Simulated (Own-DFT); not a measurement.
# Stretching a layer in its plane: diamond-structure GeSn with randomly placed atoms, 64 atoms (Ge56Sn8)

The numbers are computed, not measured, by runs of the plane-wave DFT program Own-DFT (in-house, retired, unreviewed) at fixed positions, with no spin and no spin-orbit coupling.

Common settings: PBE; PseudoDojo norm-conserving scalar-relativistic files; cutoff 49 hartree; 3 x 3 x 3 k mesh centred on Gamma; Fermi-Dirac smearing of 0.1 eV.

Known weak points: forces on such cells moved up to 12 meV/angstrom on a denser k mesh; stress not checked against mesh or cutoff.

Unstrained cell vectors in Å: (11.524, 0.000, 0.000); (0.000, 11.524, 0.000); (0.000, 0.000, 11.524). The unstrained cell has measured lattice constants (interpolated for alloys), not those of this functional. That, the random moves and any unrelaxed bonds set the pressure at no strain. Each run strains x and y alike by e, as a substrate would, and holds the height along z. Each coordinate of each atom was shifted by a normal deviate of width 0.05 Å. The random placing of the alloy's atoms differs from row to row. Stress is positive in tension.

| e (%) | u (Å) | (s_xx + s_yy)/2 (GPa) | s_zz (GPa) |
|---|---|---|---|
| -2.50 | 0.047 | -10.23 | -8.81 |
| -2.25 | 0.047 | -9.30 | -7.97 |
| -1.50 | 0.048 | -7.94 | -7.24 |
| 1.25 | 0.051 | -3.23 | -3.93 |
| 1.75 | 0.046 | ? | ? |
| 2.00 | 0.056 | -2.21 | -3.14 |
| 2.25 | 0.051 | -1.66 | -2.97 |
| 2.50 | 0.050 | -1.44 | -2.54 |
| 2.75 | 0.054 | -1.16 | -2.27 |
| 3.00 | 0.052 | -0.85 | -2.37 |

## Fit

With e as a fraction, the in-plane stress is -5.2 + 172 e - 905 e² GPa (errors 2 and 207, scatter 0.13), and s_zz is -5.3 + 119 e - 561 e² GPa (slope ± 3, scatter 0.18). At e = 0 the first slope is C11 + C12 and the second 2 C12, both with the ions held to the strained lattice and at the cell's own pressure. The term in e² is negative: the layer stiffens under compression and softens under tension. A free layer would change its height as e changes, and the in-plane slope would drop by 2 C12²/C11 to the biaxial modulus. At fixed height, a misfit of 1 % moves the in-plane stress by about 1.7 GPa and s_zz by 1.2 GPa.

## Test on the hidden row

The question: what are the two stresses at e = 1.75 %?

Estimate: -2.5 and -3.4 GPa. Computed: -2.22 and -3.19 GPa.
